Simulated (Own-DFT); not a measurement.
# Strain and stress in 4H SiC, 72 atoms (C36Si36)

No measurement is shown. These are fixed-geometry runs of a retired plane-wave code named Own-DFT, which no person has reviewed; spin and spin-orbit coupling are neglected.

Method: PBE; PseudoDojo norm-conserving scalar-relativistic files; cutoff 42 hartree; 4 x 4 x 3 k mesh centred on Gamma; Fermi-Dirac smearing of 0.1 eV.

Known weak points: forces on such cells passed a denser k mesh, each cell not checked; stress not checked against mesh or cutoff.

Unstrained cell vectors in Å: (9.248, 0.000, 0.000); (-4.624, 8.009, 0.000); (0.000, 0.000, 10.068). The unstrained cell has measured lattice constants (interpolated for alloys), not those of this functional. That, the random moves and any unrelaxed bonds set the pressure at no strain. The cell is deformed uniformly in each run, and the atoms keep their fractional places. Random moves of width 0.05 Å per axis were added to every atom. Strain is the symmetric tensor, in per cent. Stress is positive in tension, and the pressure is minus a third of its trace.

```
run,e_xx (%),e_yy (%),e_zz (%),e_yz (%),e_xz (%),e_xy (%),s_xx (GPa),s_yy (GPa),s_zz (GPa),s_yz (GPa),s_xz (GPa),s_xy (GPa),P (GPa),E (meV/atom)
1,0.18,-1.47,-1.44,1.51,-1.27,-0.78,-6.64,-13.53,-15.90,6.10,-4.11,-3.18,12.02,26.5
2,0.14,-1.47,-1.47,0.51,-1.05,0.98,-4.28,-13.41,-18.84,1.66,-3.77,3.88,12.18,22.2
3,0.99,0.42,0.44,1.48,-0.14,0.03,0.95,-1.63,-3.11,5.56,-0.82,0.12,1.26,3.0
4,0.15,0.92,0.12,-1.58,-0.57,0.54,-4.84,0.62,-3.92,-5.32,-1.83,2.58,2.71,6.8
5,-1.19,1.95,1.66,1.65,-1.01,-1.69,-8.23,3.09,3.54,6.07,-3.40,-6.93,0.53,27.8
6,-1.05,-0.16,-0.73,1.47,0.10,-1.69,-14.81,-7.33,-11.07,5.60,-0.19,-8.53,11.07,57.2
7,-1.92,1.76,-1.73,-0.26,0.60,0.44,-15.27,2.03,-14.93,-0.66,1.56,3.85,9.39,9.3
8,0.96,-0.47,-0.10,-1.47,-0.63,1.09,-1.67,-4.77,-6.32,-4.08,-3.08,6.68,4.25,10.3
9,0.03,0.57,-0.13,1.05,-1.90,1.69,-4.78,-1.16,-7.14,4.01,-5.92,8.62,4.36,16.6
10,-0.23,-0.42,0.43,-0.15,0.31,0.40,-9.68,-4.86,-5.13,-0.62,0.97,1.92,6.55,27.0
11,-1.22,0.99,-1.70,1.84,1.04,-1.06,-11.68,-2.35,-15.99,6.59,3.65,-3.52,10.01,36.3
12,0.00,-1.43,-1.57,1.19,0.08,1.30,-9.68,-13.42,-16.36,3.44,-0.75,7.83,13.15,57.7
13,-1.41,-1.19,0.86,-1.91,-0.26,1.23,-13.35,-13.05,-2.83,-6.88,-0.38,5.31,9.74,35.1
14,-1.77,1.50,-0.99,0.46,-0.11,-0.42,-13.44,0.72,-11.57,2.40,0.27,-2.15,8.09,8.9
15,1.66,0.53,1.73,1.37,0.25,1.99,4.64,-0.79,5.04,4.41,0.09,9.30,-2.96,0.0
16,-1.08,1.59,0.36,-1.60,-0.92,-1.02,-9.89,3.34,-4.99,-4.97,-2.16,-6.34,3.85,16.9
17,0.81,-0.17,-2.00,1.50,1.95,0.54,?,?,?,?,?,?,?,?
```

E is the free energy for each atom above the lowest run shown.

## Worked fit

Each stress component was fitted by least squares to a constant and the strains of the runs shown, as fractions, with shears doubled. Shear strains stay in the fit of a normal stress only where such slopes are resolved. The slopes, in GPa:

```
stress  at no strain  per e_xx  per e_yy  per e_zz  scatter
  s_xx          -5.8  542 ± 47  113 ± 41   45 ± 41     1.59
  s_yy          -4.8  122 ± 33  531 ± 29   25 ± 29     1.11
  s_zz          -6.6   57 ± 31  102 ± 26  569 ± 27     1.03
```

The slope of each shear stress on twice its own strain, from a fit on all six strains: yz 167 ± 4, xz 152 ± 9, xy 250 ± 15 GPa. These are stiffnesses along x, y and z of the frame in which the cell vectors are given, with the crystal's c axis along z: C11, C12, C13 and C33. Hexagonal symmetry asks that xx and yy behave alike, which is a second check on the noise. The atoms are held to the strained lattice; where symmetry lets them move under strain, relaxing them would lower some slopes. The table should be nearly symmetric about its diagonal, and what it lacks of that shows the noise. A ninth of the table's sum, 234 ± 5 GPa, estimates the bulk modulus near the mean pressure of these runs, 6.6 GPa, so it lies above the value at zero pressure.

## Check

The question: what normal stresses and pressure should run 17 give?

From the fit: s_xx = -2.5, s_yy = -5.2, s_zz = -17.7 and P = 8.5 GPa. The run itself gave -1.65, -7.78, -17.29 and P = 8.91 GPa.
